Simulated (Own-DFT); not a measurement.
# A layer strained by its substrate: wurtzite GaN, 72 atoms (Ga36N36)

Everything here is calculated. The program is Own-DFT (plane waves, in-house, since retired, never reviewed by a person); positions were held fixed, and spin and spin-orbit coupling were off.

Settings: PBE; PseudoDojo norm-conserving scalar-relativistic files (stringent for Ga); cutoff 96 hartree; 4 x 4 x 3 k mesh centred on Gamma; Gaussian smearing of 0.01 eV.

Limits: forces not confirmed at this smearing and k mesh; stress not checked against mesh or cutoff.

Unstrained cell vectors in Å: (9.567, 0.000, 0.000); (-4.784, 8.285, 0.000); (0.000, 0.000, 10.370). The unstrained cell has measured lattice constants (interpolated for alloys), not those of this functional. That, the random moves and any unrelaxed bonds set the pressure at no strain. Each run strains x and y alike by e, as a substrate would, and holds the height along z. Each atom got a random Gaussian move of width 0.05 Å along each axis. Stress is positive in tension.

| e (%) | u (Å) | (s_xx + s_yy)/2 (GPa) | s_zz (GPa) |
|---|---|---|---|
| -1.75 | 0.054 | -17.16 | -11.10 |
| -1.25 | 0.047 | -13.67 | -9.80 |
| -0.25 | 0.049 | -8.17 | -7.89 |
| 0.50 | 0.051 | -4.19 | -6.66 |
| 1.00 | 0.051 | -1.89 | -6.01 |
| 1.50 | 0.051 | 0.44 | -5.66 |
| 1.75 | 0.049 | 1.83 | -5.56 |
| 2.00 | 0.050 | ? | ? |
| 2.50 | 0.050 | 3.84 | -2.04 |
| 2.75 | 0.049 | 6.56 | -6.21 |

## Fit

With e as a fraction, the in-plane stress is -6.9 + 531 e - 2591 e² GPa (errors 15 and 914, scatter 0.53), and s_zz is -7.9 + 148 e GPa (slope ± 28, scatter 1.27). At e = 0 the first slope is C11 + C12 and the second 2 C13, both with the ions held to the strained lattice and at the cell's own pressure. A free layer would change its height as e changes, and the in-plane slope would drop by 2 C13²/C33 to the biaxial modulus. At fixed height, a misfit of 1 % moves the in-plane stress by about 5.3 GPa and s_zz by 1.5 GPa.

## Prediction

Q: what are the two stresses at e = 2.00 %?

The fit gives 2.7 and -4.9 GPa. The hidden result is 1.81 and -2.67 GPa.
